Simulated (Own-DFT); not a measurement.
# Which defects push the lattice out? zincblende GaAs

Calculated, not measured: single-point runs of Own-DFT, a retired in-house plane-wave DFT program that no person has reviewed, on unrelaxed cells, without spin or spin-orbit coupling.

Settings: PBE; PseudoDojo norm-conserving scalar-relativistic files; cutoff 42 hartree; 3 x 3 x 3 k mesh centred on Gamma; Fermi-Dirac smearing of 0.1 eV.

Caveats (not all hold for every row): not probed for a lower state with spin; forces on such cells failed a check on a denser k mesh; forces not confirmed at this smearing and k mesh; stress not checked against mesh or cutoff.

All runs share one cell, with vectors in Å (11.307, 0.000, 0.000); (0.000, 11.307, 0.000); (0.000, 0.000, 11.307) and a volume of 1445.4 Å³. The atoms are randomly displaced, by u rms on each axis. The defect's site can differ from row to row.

```
cell,formula,u (Å),P (GPa)
no defect,As32Ga32,0.0189,3.51
no defect,As32Ga32,0.0209,3.52
no defect,As32Ga32,0.0476,3.92
two Ga vacancies,As32Ga30,0.0287,2.90
two Ga vacancies,As32Ga30,0.0311,2.87
two Ga vacancies,As32Ga30,0.0312,2.87
two As on a Ga site each,As34Ga30,0.0295,4.84
two As on a Ga site each,As34Ga30,0.0307,4.80
two As on a Ga site each,As34Ga30,0.0307,4.81
two As on a Ga site each,As34Ga30,0.0314,?
two As vacancies,As30Ga32,0.0292,3.26
two As vacancies,As30Ga32,0.0305,3.38
two As vacancies,As30Ga32,0.0491,3.56
one As on a Ga site and one Ga on an As site,As32Ga32,0.0289,3.94
one As on a Ga site and one Ga on an As site,As32Ga32,0.0313,3.95
one As on a Ga site and one Ga on an As site,As32Ga32,0.0561,4.36
```

## Working it out

P = P0 + c u² + a shift for each defect gives P0 = 3.46 GPa, c = 186 ± 14 GPa/Å² and a scatter of 0.04 GPa. The shifts, and each times the cell's volume:

- two As on a Ga site each: 1.19 ± 0.03 GPa, 10.7 eV (5.4 eV for each of its 2 sites)
- one As on a Ga site and one Ga on an As site: 0.31 ± 0.03 GPa, 2.8 eV
- two As vacancies: -0.32 ± 0.03 GPa, -2.9 eV (-1.4 eV for each of its 2 sites)
- two Ga vacancies: -0.75 ± 0.03 GPa, -6.8 eV (-3.4 eV for each of its 2 sites)

Positive is outwards. The product with the volume (160.2 GPa Å³ to the eV) is nearly free of the cell's size; divided by the bulk modulus at the cell's pressure it gives the volume that the defect adds. The atoms around the defects weren't relaxed, which would change these numbers.

## Check

Question: what pressure belongs in the blank (two As on a Ga site each, u = 0.0314 Å)?

The fitted form gives 4.83 ± 0.04 GPa. The run itself gave 4.80 GPa.
